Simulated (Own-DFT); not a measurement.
# PBE and PBEsol under strain: L1_0 TiAl, 32 atoms (Al16Ti16)

Calculated, not measured: single-point runs of Own-DFT, a retired in-house plane-wave DFT program that no person has reviewed, on unrelaxed cells, without spin or spin-orbit coupling.

Known weak points: forces on such cells failed a check on a denser k mesh; stress not checked against mesh or cutoff.

Each geometry was run with PBE and with PBEsol, otherwise alike: PseudoDojo norm-conserving scalar-relativistic files made for PBE; cutoff 42 hartree; 4 x 4 x 4 k mesh centred on Gamma; cold (Marzari-Vanderbilt) smearing of 0.2 eV. Unstrained cell vectors in Å: (5.622, 5.622, 0.000); (-5.621, 5.622, 0.000); (0.000, 0.000, 8.133). Each has a uniform strain, of which the change of volume is shown, and random moves of rms u per axis.

```
run  volume change (%)   u (Å)  P with PBE (GPa)  P with PBEsol (GPa)
  1              -2.44  0.0451              4.90                 1.94
  2              -0.47  0.0480              2.36                -0.50
  3               0.52  0.0414              1.03                -1.79
  4               2.15  0.0525             -0.46                -3.21
  5               2.63  0.0553             -1.10                -3.84
  6              -1.35  0.0567              3.90                 1.00
  7              -2.44  0.0453              4.87                 1.91
  8              -0.32  0.0450              2.16                -0.70
  9              -0.62  0.0488              2.68                -0.19
 10               2.34  0.0445             -0.91                -3.65
 11              -0.12  0.0495              2.08                -0.77
 12               0.39  0.0494              1.33                    ?
```

Q: by how much does PBEsol shrink this cell, and what belongs in the blank?

## Working it out

Write v for the change of volume as a fraction. Fitted to v and u², the PBE pressure has a slope of -122 ± 2 GPa in v, with the ions held to the strained lattice. The difference PBEsol less PBE is -2.85 + 4.4 v GPa (slope ± 0.1) and averages -2.85 GPa. Divided by the mean slope of the two, 120 GPa, that makes PBEsol's volume at a given pressure, near 1 GPa, about 2.4 % smaller, or 0.79 % in lengths. At one volume PBEsol's slope is the smaller by 4 GPa, but its pressure there is lower too. If stiffness rises by about 4 GPa for each GPa, PBEsol at equal pressure is stiffer by about 7 GPa. Files made for PBEsol would give a different shift.

For run 12 the line gives -1.50 GPa. DFT gave -1.50 GPa.
